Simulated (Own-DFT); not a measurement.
AlGa$_{3}$N$_{4}$ (wurtzite random alloy, strained, atoms displaced), Al$_{3}$GaN$_{4}$ (wurtzite random alloy, strained, atoms displaced) (calculated)

Computed with Own-DFT development build. A calculation, not a measurement: plane-wave PBE density functional theory by an unreviewed code, no spin, of a simulated periodic cell, stress positive in tension, free energy of the whole cell less one offset for each atom, forces on such cells passed a denser k mesh, this cell's mesh not checked; offsets are fitted by least squares, one for each functional and potential file, so energies compare only between cells with the same atoms and settings and are not formation energies; the far tail of each file's local potential was reset to the Coulomb form; each entry is a single point on an unrelaxed cell, so the pressure reflects the starting lattice, mostly measured values, from which strain is counted, and rises with the displacements; printed positions are rounded, which can move forces by about a meV/angstrom; the program is a retired in-house code; no spin-orbit coupling.

Settings shared by all entries: functional PBE; potential files PseudoDojo norm-conserving, scalar-relativistic, standard set with the stringent files for Ga; wave cutoff 96 hartree; occupations Gaussian; smearing width 0.01 eV; k mesh 4 x 4 x 3 centred on Gamma.

(1) AlGa$_{3}$N$_{4}$ (wurtzite random alloy, strained, atoms displaced)

```
CELL_PARAMETERS angstrom
9.50920 0.00000 0.00000
-4.75460 8.23530 0.00000
0.00000 0.00000 10.16580
ATOMIC_POSITIONS crystal
Ga 0.10841 0.22748 0.99730
Al 0.21288 0.10708 0.25337
N 0.11524 0.22598 0.18940
N 0.21018 0.11037 0.44063
Ga 0.11922 0.22633 0.50174
Al 0.21823 0.10223 0.74243
N 0.09994 0.22388 0.69156
N 0.21141 0.11379 0.94091
Al 0.11280 0.55516 0.98760
Ga 0.20072 0.42008 0.25043
N 0.11346 0.55506 0.18422
N 0.22350 0.43413 0.44147
Ga 0.10618 0.54892 0.50640
Ga 0.22876 0.44912 0.75402
N 0.10951 0.55965 0.69531
N 0.21875 0.44734 0.93495
Ga 0.12234 0.89220 0.99519
Ga 0.21934 0.78691 0.23775
N 0.10956 0.88682 0.19177
N 0.22210 0.77927 0.43001
Ga 0.11470 0.89290 0.50394
Al 0.21619 0.76975 0.74228
N 0.10135 0.88311 0.69030
N 0.23092 0.78091 0.94250
Ga 0.44579 0.22974 0.00483
Ga 0.55122 0.11159 0.25210
N 0.44939 0.22640 0.19019
N 0.55273 0.10493 0.43607
Ga 0.43407 0.21998 0.50901
Ga 0.55503 0.11282 0.74952
N 0.45255 0.22807 0.69434
N 0.56388 0.11077 0.93753
Ga 0.44417 0.55664 0.00226
Ga 0.55268 0.44582 0.24584
N 0.43030 0.54779 0.19391
N 0.55194 0.44643 0.43541
Ga 0.45094 0.56512 0.48219
Ga 0.55674 0.44725 0.74674
N 0.43860 0.55076 0.68702
N 0.54574 0.43571 0.93367
Ga 0.43753 0.89154 0.00034
Ga 0.55585 0.78210 0.25000
N 0.44633 0.88687 0.18221
N 0.56670 0.77996 0.44018
Al 0.44531 0.88500 0.50469
Ga 0.55550 0.77906 0.74842
N 0.44582 0.88623 0.68779
N 0.55495 0.78361 0.94093
Al 0.78048 0.22071 0.99638
Ga 0.89010 0.10992 0.24801
N 0.77445 0.21439 0.18161
N 0.88679 0.11216 0.44804
Al 0.78197 0.22387 0.49109
Ga 0.88901 0.10853 0.74740
N 0.78089 0.22397 0.69139
N 0.89159 0.11629 0.93143
Ga 0.77993 0.56181 0.99837
Ga 0.88548 0.44360 0.24297
N 0.77778 0.55632 0.19456
N 0.88828 0.44556 0.44579
Al 0.78207 0.56400 0.49260
Ga 0.89579 0.44711 0.75173
N 0.76204 0.54922 0.69652
N 0.87622 0.44375 0.93359
Al 0.77676 0.88895 0.99908
Ga 0.89309 0.78182 0.25134
N 0.77688 0.88373 0.19197
N 0.88401 0.78236 0.44242
Ga 0.77492 0.88688 0.50306
Ga 0.87265 0.76836 0.74731
N 0.77068 0.88836 0.69124
N 0.88617 0.77719 0.93745
```

```
free energy of cell above offsets : -8.426 eV
pressure                          : 9.11 GPa
stress xx                         : -7.94 GPa
stress yy                         : -8.96 GPa
stress zz                         : -10.42 GPa
stress yz                         : 0.13 GPa
stress xz                         : 0.38 GPa
stress xy                         : 0.53 GPa
```

Force:
```tsv
element	x (eV/Å)	y (eV/Å)	z (eV/Å)
Ga	-0.065	-0.237	-0.147
Al	1.2	0.577	-0.656
N	0.378	-4.626	-1.128
N	2.12	-0.572	-1.083
Ga	-2.384	-0.747	1.447
Al	-0.845	1.554	1.548
N	3.374	0.012	-0.27
N	2.017	-0.377	-1.411
Al	-1.191	0.098	1.678
Ga	0.052	5.621	1.262
N	-0.704	-0.274	-0.946
N	-1.29	2.197	-0.557
Ga	0.834	0.728	-1.434
Ga	-0.435	-0.99	-1.426
N	1	0.034	-0.477
N	0.094	0.297	1.415
Ga	-1.93	-0.007	0.122
Ga	2.715	-2.3	1.41
N	-1.306	2.404	-1.005
N	0.869	-0.042	1.748
Ga	-0.275	-1.24	-1.033
Al	0.383	2.215	1.164
N	1.292	0.219	0.758
N	-2.022	-1.96	-2.364
Ga	0.317	-1.71	-1.103
Ga	0.718	-0.524	-0.83
N	-1.814	-1.329	0.641
N	0.194	0.232	1.803
Ga	1.365	0.667	-1.729
Ga	1.277	-0.11	0.159
N	-2.287	-1.959	-0.368
N	-1.101	0.576	0.635
Ga	-0.192	0.242	-0.115
Ga	-0.117	0.208	0.518
N	0.482	0.732	-0.329
N	1.804	-0.404	0.736
Ga	-0.505	-1.773	2.056
Ga	-2.187	-0.711	0.713
N	0.498	1.13	-0.879
N	0.173	1.965	1.132
Ga	2.589	0.986	-0.6
Ga	-0.13	-0.994	-0.344
N	-0.869	0.693	1.57
N	-2.906	1.068	-0.536
Al	-0.273	0.261	-1.528
Ga	-0.359	-1.132	0.813
N	-1.985	-0.198	-0.346
N	1.072	-0.372	0.154
Al	-0.55	0.209	-0.573
Ga	-0.555	-0.394	0.848
N	0.038	0.734	0.332
N	0.392	0.249	-1.467
Al	-1.193	-0.199	1.766
Ga	-1.258	0.106	-0.258
N	-0.474	-0.028	-1.69
N	-0.708	-1.147	2.341
Ga	-0.817	-0.892	0.307
Ga	1.105	-0.187	0.55
N	-0.375	0.398	-0.888
N	-0.843	-0.251	-0.847
Al	-0.725	-1.366	1.081
Ga	-2.179	-1.164	-0.907
N	3.343	1.32	-3.025
N	2.445	-0.21	1.963
Al	-0.068	0.384	-0.134
Ga	-0.545	-0.805	0.285
N	-0.034	0.75	-1.542
N	1.678	-0.818	-0.042
Ga	0.517	1.455	0.274
Ga	0.481	0.629	0.437
N	0.841	-0.096	-0.252
N	-0.161	1.194	0.602
```

(2) AlGa$_{3}$N$_{4}$ (wurtzite random alloy, strained, atoms displaced)

```
CELL_PARAMETERS angstrom
9.50920 0.00000 0.00000
-4.75460 8.23530 0.00000
0.00000 0.00000 10.16580
ATOMIC_POSITIONS crystal
Ga 0.11534 0.22302 0.99909
Al 0.22686 0.12049 0.24860
N 0.10821 0.21794 0.18817
N 0.22032 0.10896 0.43300
Al 0.10894 0.21659 0.49459
Ga 0.22342 0.10892 0.74485
N 0.10607 0.21734 0.68543
N 0.20250 0.09759 0.93693
Ga 0.11573 0.56157 0.00807
Ga 0.22426 0.43864 0.25341
N 0.11438 0.55844 0.18716
N 0.22555 0.44546 0.44218
Ga 0.10991 0.55818 0.49619
Ga 0.21430 0.43357 0.74435
N 0.12194 0.55822 0.69022
N 0.21923 0.44599 0.94220
Ga 0.11833 0.89818 0.99964
Al 0.22104 0.77743 0.24582
N 0.10882 0.89278 0.18598
N 0.22892 0.78596 0.43085
Ga 0.09933 0.89076 0.50217
Ga 0.20963 0.76587 0.74749
N 0.11746 0.89257 0.69085
N 0.23563 0.78360 0.94747
Al 0.44192 0.21919 0.00052
Ga 0.55546 0.11339 0.24924
N 0.42759 0.21403 0.19290
N 0.56284 0.11332 0.43035
Ga 0.44372 0.23563 0.50417
Ga 0.56004 0.11465 0.75414
N 0.44208 0.21970 0.68694
N 0.56077 0.10881 0.94481
Ga 0.44900 0.56611 0.99078
Ga 0.55935 0.45100 0.25074
N 0.44407 0.55297 0.18269
N 0.56332 0.44887 0.43599
Ga 0.44982 0.56113 0.49314
Al 0.55652 0.44930 0.74341
N 0.43592 0.54637 0.68728
N 0.55412 0.44908 0.93114
Ga 0.44407 0.88230 0.00002
Ga 0.56488 0.78438 0.24708
N 0.44589 0.88002 0.18461
N 0.55357 0.77195 0.43873
Ga 0.43870 0.88322 0.49367
Ga 0.56041 0.77927 0.74174
N 0.45947 0.89619 0.68251
N 0.54866 0.77953 0.94468
Al 0.77839 0.22108 0.00112
Ga 0.88793 0.10839 0.24775
N 0.77078 0.22224 0.18517
N 0.89440 0.10909 0.44011
Al 0.77822 0.21771 0.50843
Ga 0.89155 0.11389 0.75361
N 0.77674 0.21954 0.68641
N 0.88004 0.10423 0.93961
Ga 0.77586 0.55150 0.00494
Ga 0.89462 0.43821 0.24788
N 0.77675 0.56186 0.18754
N 0.88791 0.45005 0.43516
Ga 0.77298 0.54739 0.50382
Ga 0.89209 0.45320 0.75117
N 0.78392 0.55974 0.69545
N 0.88004 0.43628 0.93647
Al 0.77121 0.89513 0.00727
Ga 0.89122 0.78008 0.24965
N 0.78554 0.88790 0.19463
N 0.88866 0.77794 0.43229
Ga 0.78168 0.88952 0.50221
Al 0.88799 0.78003 0.74680
N 0.77234 0.88413 0.69099
N 0.87988 0.76946 0.93555
```

```
free energy of cell above offsets : -9.215 eV
pressure                          : 8.96 GPa
stress xx                         : -7.37 GPa
stress yy                         : -7.47 GPa
stress zz                         : -12.04 GPa
stress yz                         : 0.67 GPa
stress xz                         : 0.11 GPa
stress xy                         : -0.35 GPa
```

Force:
```tsv
element	x (eV/Å)	y (eV/Å)	z (eV/Å)
Ga	-1.244	0.252	-0.018
Al	-1.497	-2.432	0.38
N	0.363	0.243	0.443
N	-0.596	1.116	0.666
Al	0.323	0.802	0.343
Ga	-0.521	0.6	0.894
N	0.488	-0.49	-1.002
N	2.358	3.59	-1.062
Ga	-0.524	-0.707	-2.191
Ga	-0.176	0.871	-0.871
N	0.156	0	2.118
N	-0.467	-1.311	0
Ga	0.375	0.458	-0.114
Ga	0.666	0.785	1.285
N	-1.67	-1.294	-1.071
N	0.259	-0.412	-0.982
Ga	-0.765	-3.62	0.35
Al	0.039	0.793	-0.249
N	1.539	0.429	1.195
N	-1.755	-1.185	0.069
Ga	2.1	-0.051	-0.889
Ga	2.019	2.572	1.267
N	-1.6	-1.539	-0.327
N	-2.916	-1.089	-1.926
Al	-0.226	0.446	-0.286
Ga	-0.79	-0.927	-0.745
N	2.228	1.686	-1.916
N	-0.025	0.524	2.445
Ga	1.031	-2.155	-1.692
Ga	-0.252	-0.747	-0.263
N	0.517	1.541	1.098
N	-1.344	1.062	0.038
Ga	0.011	-2.064	0.778
Ga	-0.159	-0.797	-1.227
N	-0.062	0.459	0.781
N	-1.082	-0.169	0.634
Ga	-0.279	-1.183	1.07
Al	0.076	-0.555	1.05
N	1.283	0.649	-0.178
N	0.238	-1.9	0.134
Ga	-0.098	2.008	0.396
Ga	-0.53	-1.432	0.376
N	-1.433	0.871	1.5
N	0.532	1.72	-0.505
Ga	0.895	1.599	0.392
Ga	-1.661	-1.15	1.4
N	-1.712	-0.64	0.646
N	2.998	0.901	-1.751
Al	-0.099	0.122	-0.588
Ga	-0.426	0.515	0.455
N	1.452	-0.207	-0.449
N	-1.112	1.015	0.274
Al	-0.317	0.136	-2.417
Ga	-0.54	-0.79	-0.341
N	0.356	1.152	0.539
N	0.002	0.774	1.061
Ga	-0.46	0.427	-1.543
Ga	-1.41	1.006	-0.115
N	1.085	-1.134	0.944
N	1.034	-1.788	1.082
Ga	0.697	1.585	-0.284
Ga	1.054	-1.319	0.045
N	-1.651	0.308	-1.145
N	1.05	0.19	1.137
Al	1.396	-1.667	-1.097
Ga	1.085	-0.443	-0.742
N	-1.502	0.748	-1.775
N	-0.427	-0.82	1.982
Ga	-0.744	-0.424	-0.574
Al	0.223	0.101	1.432
N	2.408	0.803	-0.345
N	-0.263	1.585	-0.019
```

(3) Al$_{3}$GaN$_{4}$ (wurtzite random alloy, strained, atoms displaced)

```
CELL_PARAMETERS angstrom
9.39380 0.00000 0.00000
-4.69690 8.13520 0.00000
0.00000 0.00000 10.14100
ATOMIC_POSITIONS crystal
Al 0.11090 0.22238 0.00523
Al 0.21996 0.10340 0.24958
N 0.10725 0.21293 0.19119
N 0.22791 0.11892 0.44620
Al 0.10916 0.21702 0.50024
Al 0.21971 0.12069 0.75220
N 0.10606 0.22358 0.68696
N 0.21894 0.10163 0.93930
Al 0.11352 0.55818 0.00440
Ga 0.21737 0.45030 0.24596
N 0.11038 0.56307 0.19224
N 0.21969 0.45561 0.44263
Al 0.11515 0.55544 0.49949
Al 0.22862 0.44374 0.75475
N 0.11800 0.56570 0.68811
N 0.21806 0.44483 0.94079
Al 0.10480 0.89030 0.00760
Ga 0.22950 0.78358 0.25287
N 0.11166 0.88742 0.18615
N 0.21861 0.77693 0.44239
Al 0.11660 0.88797 0.49649
Al 0.23158 0.78355 0.74821
N 0.11509 0.89317 0.69073
N 0.21511 0.76460 0.93235
Al 0.45024 0.21889 0.99696
Ga 0.57037 0.11790 0.24907
N 0.44978 0.22647 0.19830
N 0.55820 0.11251 0.43733
Ga 0.44947 0.22490 0.49613
Al 0.56624 0.11236 0.74844
N 0.44373 0.22484 0.68928
N 0.55698 0.11134 0.93419
Al 0.44597 0.55340 0.99801
Al 0.55647 0.44355 0.24917
N 0.43724 0.54882 0.19030
N 0.55347 0.45688 0.44057
Al 0.44470 0.55663 0.50978
Ga 0.53980 0.43635 0.75249
N 0.43987 0.55507 0.68796
N 0.55750 0.44407 0.94735
Al 0.45781 0.89788 0.00575
Ga 0.56508 0.77621 0.25715
N 0.46053 0.90292 0.19816
N 0.55815 0.77955 0.44330
Al 0.43976 0.88963 0.50382
Ga 0.56236 0.78334 0.74834
N 0.45059 0.89212 0.69171
N 0.55659 0.78797 0.93989
Al 0.78914 0.23290 0.00060
Al 0.87913 0.10628 0.24973
N 0.77736 0.22749 0.19229
N 0.89483 0.11351 0.45111
Al 0.77431 0.22399 0.49786
Al 0.88932 0.10818 0.75519
N 0.77809 0.22516 0.69629
N 0.88556 0.11137 0.93541
Al 0.76690 0.56241 0.99175
Al 0.88806 0.43614 0.25329
N 0.77390 0.55094 0.19727
N 0.88974 0.43924 0.44496
Ga 0.77039 0.56151 0.49610
Al 0.88791 0.44838 0.74810
N 0.78541 0.55460 0.68401
N 0.89654 0.44976 0.93212
Al 0.77140 0.89425 0.00673
Ga 0.88435 0.77288 0.25342
N 0.78657 0.89665 0.18802
N 0.89626 0.77537 0.44082
Al 0.77680 0.89054 0.49885
Al 0.88708 0.78321 0.74687
N 0.78109 0.88223 0.68569
N 0.90261 0.78286 0.94269
```

```
free energy of cell above offsets : -23.113 eV
pressure                          : 4.66 GPa
stress xx                         : -5.37 GPa
stress yy                         : -5.59 GPa
stress zz                         : -3.03 GPa
stress yz                         : -0.24 GPa
stress xz                         : -0.02 GPa
stress xy                         : -0.59 GPa
```

Force:
```tsv
element	x (eV/Å)	y (eV/Å)	z (eV/Å)
Al	0.354	-0.437	-0.771
Al	0.26	1.267	0.618
N	-0.835	0.152	-0.002
N	-0.75	-1.758	-1.764
Al	0.184	1.911	0.163
Al	0.962	-1.846	-0.649
N	0.603	0.283	0.975
N	-0.153	2.131	0.516
Al	-0.749	0.244	-1.066
Ga	0.804	-1.248	1.445
N	-0.815	-0.98	-0.943
N	2.556	-1.882	-0.259
Al	-2.006	0.412	1.436
Al	-2.793	0.368	-0.834
N	0.505	-1.181	0.035
N	1.432	-0.562	0.471
Al	2.637	-0.595	-1.785
Ga	0.063	0.283	-0.185
N	-0.09	0.616	1.175
N	1.177	0.321	0.17
Al	-0.992	0.886	1.719
Al	-1.404	-0.524	0.536
N	-0.237	0.372	-0.515
N	0.693	2.563	1.902
Al	-1.083	-0.352	0.992
Ga	-2.899	-0.028	1.07
N	-0.841	-0.844	-1.659
N	0.571	-0.793	1.214
Ga	-0.265	0.848	0.56
Al	-1.76	0.173	0.198
N	0.344	-1.757	0.583
N	0.776	0.479	1.198
Al	-1.308	0.661	0.786
Al	-0.925	0.209	0.69
N	1.496	0.931	-1.136
N	-0.318	-1.145	-1.035
Al	-1.25	0.114	-2.125
Ga	2.329	1.417	-0.32
N	0.063	0.222	1.229
N	-1.684	-0.695	-0.766
Al	-2.383	-0.816	-0.457
Ga	-1.184	-0.517	-0.661
N	-0.063	-2.28	-1.867
N	-0.379	0.03	1.222
Al	0.699	0.08	-0.483
Ga	-0.293	-0.515	0.367
N	-0.621	0.719	-1.057
N	1.398	-1.659	0.797
Al	-1.004	-0.079	-1.086
Al	1.504	1.494	1.195
N	3.256	0.191	-1.822
N	-1.633	-0.813	-2.069
Al	1.09	-0.133	1.628
Al	-0.561	0.557	-1.675
N	1.067	-0.358	-1.25
N	0.588	0.016	1.82
Al	3.855	0.343	1.4
Al	-0.633	2.395	0.821
N	0.36	-0.482	-1.618
N	-0.184	0.499	-1.315
Ga	1.914	-1.319	0.867
Al	1.686	0.232	-0.328
N	-2.053	0.983	1.565
N	-1.172	-0.312	1.782
Al	1.674	-0.209	-1.558
Ga	1.041	0.196	-0.376
N	-0.678	-0.509	0.186
N	-1.224	2.418	0.017
Al	1.069	-0.063	0.312
Al	2.994	-1.358	0.649
N	-0.904	1.756	-0.05
N	-3.874	-0.726	-0.825
```

(4) Al$_{3}$GaN$_{4}$ (wurtzite random alloy, strained, atoms displaced)

```
CELL_PARAMETERS angstrom
9.39380 0.00000 0.00000
-4.69690 8.13520 0.00000
0.00000 0.00000 10.14100
ATOMIC_POSITIONS crystal
Al 0.11170 0.21983 0.00541
Al 0.22994 0.10394 0.25204
N 0.11072 0.23363 0.18658
N 0.21841 0.11429 0.44246
Al 0.12016 0.23227 0.49827
Al 0.21769 0.10439 0.75258
N 0.11418 0.21514 0.68479
N 0.22537 0.10858 0.94512
Al 0.10915 0.54978 0.00486
Al 0.22431 0.44716 0.24464
N 0.11513 0.56150 0.18748
N 0.21501 0.44493 0.43961
Ga 0.10949 0.54957 0.50496
Ga 0.21821 0.44508 0.76260
N 0.12116 0.55073 0.69499
N 0.22660 0.45073 0.93923
Al 0.11211 0.87984 0.99679
Al 0.22312 0.78281 0.24620
N 0.10208 0.88819 0.19803
N 0.22940 0.78867 0.43972
Al 0.11119 0.89354 0.49686
Ga 0.22179 0.77482 0.75539
N 0.10706 0.89801 0.69687
N 0.22421 0.78079 0.94532
Al 0.45894 0.22989 0.99311
Ga 0.54218 0.11020 0.25366
N 0.45041 0.22318 0.19164
N 0.54320 0.10689 0.45414
Al 0.44292 0.22762 0.49763
Al 0.55689 0.11675 0.74838
N 0.44508 0.22323 0.68848
N 0.54849 0.11095 0.93952
Ga 0.43172 0.55502 0.00608
Ga 0.54735 0.44164 0.24044
N 0.45218 0.56741 0.19575
N 0.54581 0.43940 0.44609
Al 0.44128 0.55503 0.50468
Al 0.55696 0.44777 0.73854
N 0.44711 0.55004 0.69436
N 0.56751 0.45006 0.94575
Al 0.44091 0.88504 0.00080
Ga 0.55427 0.78589 0.25330
N 0.43660 0.87902 0.18137
N 0.55501 0.78163 0.43738
Al 0.45899 0.89689 0.50144
Al 0.55164 0.77129 0.76155
N 0.46265 0.89450 0.69497
N 0.55301 0.77020 0.94351
Al 0.77389 0.22385 0.99675
Al 0.88164 0.09967 0.24633
N 0.77306 0.22900 0.19343
N 0.89948 0.10941 0.44357
Al 0.76838 0.21755 0.49573
Al 0.87782 0.10276 0.74522
N 0.78121 0.23247 0.69343
N 0.88535 0.11786 0.93545
Al 0.78377 0.56160 0.99773
Al 0.88321 0.43893 0.25067
N 0.78306 0.55882 0.19848
N 0.88795 0.44853 0.43422
Al 0.78200 0.56079 0.50309
Al 0.88312 0.43302 0.75690
N 0.77571 0.56011 0.69370
N 0.88442 0.43963 0.93316
Al 0.78184 0.88730 0.99930
Al 0.89294 0.77691 0.25296
N 0.77957 0.89908 0.19400
N 0.89123 0.77880 0.44105
Ga 0.78555 0.89033 0.50114
Ga 0.88617 0.78060 0.75066
N 0.78194 0.88839 0.68256
N 0.88081 0.77151 0.94152
```

```
free energy of cell above offsets : -22.365 eV
pressure                          : 5.23 GPa
stress xx                         : -4.61 GPa
stress yy                         : -8 GPa
stress zz                         : -3.09 GPa
stress yz                         : -0.87 GPa
stress xz                         : -0.52 GPa
stress xy                         : 1.97 GPa
```

Force:
```tsv
element	x (eV/Å)	y (eV/Å)	z (eV/Å)
Al	-0.123	-0.074	-1.268
Al	-2.047	1.393	0.031
N	0.868	-1.628	0.608
N	1.202	-0.059	-1.157
Al	-0.622	-1.037	0.64
Al	0.383	2.361	0.4
N	-1.318	0.37	1.039
N	-0.335	0.184	-0.072
Al	-0.736	0.496	-0.63
Al	-0.515	0.605	1.395
N	-0.468	-0.655	0.334
N	2.353	0.158	-1.136
Ga	-0.994	1.587	-0.431
Ga	2.511	-2.155	-2.538
N	-3.682	0.879	-0.312
N	-1.959	-1.998	2.451
Al	-1.819	1.627	0.92
Al	-0.294	-1.009	1.215
N	1.976	0.382	-1.799
N	0.185	-0.172	0.018
Al	0.611	-0.121	0.918
Ga	0.09	0.969	-1.108
N	1.866	-1.863	-1.64
N	0.37	-1.71	0.19
Al	-2.058	-0.138	0.758
Ga	2.915	-1.138	0.558
N	-2.714	-0.462	-1.739
N	1.068	1.378	-1.555
Al	-0.626	-1.038	1.366
Al	-0.021	-0.333	0.196
N	-0.273	-0.224	0.294
N	1.852	-0.815	-0.352
Ga	3.268	0.053	0.281
Ga	1.379	1.303	1.803
N	-1.542	-1.587	-0.494
N	0.788	1.657	-0.451
Al	-0.312	0.317	-0.383
Al	0.613	-1.215	1.932
N	-1.318	1.626	-0.663
N	-1.174	-0.525	-0.931
Al	0.75	0.904	-0.924
Ga	0.891	-0.043	-0.124
N	-1.044	1.582	0.695
N	0.313	-0.723	1.518
Al	-1.675	-2.028	1.177
Al	0.907	0.107	-1.68
N	-1.051	-0.238	-0.364
N	-0.04	2.167	0.031
Al	-0.234	-0.564	0.817
Al	0.079	4.299	1.598
N	1.023	-1.842	-0.902
N	-2.109	1.485	-1.256
Al	1.474	1.006	0.438
Al	1.222	1.464	-0.103
N	0.051	-2.586	-1.55
N	1.031	-1.143	0.433
Al	-0.087	-1.393	1.17
Al	0.608	1.589	0.109
N	-0.137	0.068	-1.706
N	-0.526	-1.132	1.218
Al	-0.528	-0.74	-0.388
Al	-0.028	2.973	-1.567
N	1.63	-1.293	-0.997
N	0.588	1.08	2.271
Al	-1.276	0.662	0.656
Al	-1.856	-0.258	0.532
N	1.298	-3.01	-1.886
N	0.884	-0.765	-0.46
Ga	-0.959	-0.261	-0.938
Ga	0.429	-0.376	0.252
N	-2.294	-0.006	2.571
N	1.319	1.628	0.669
```
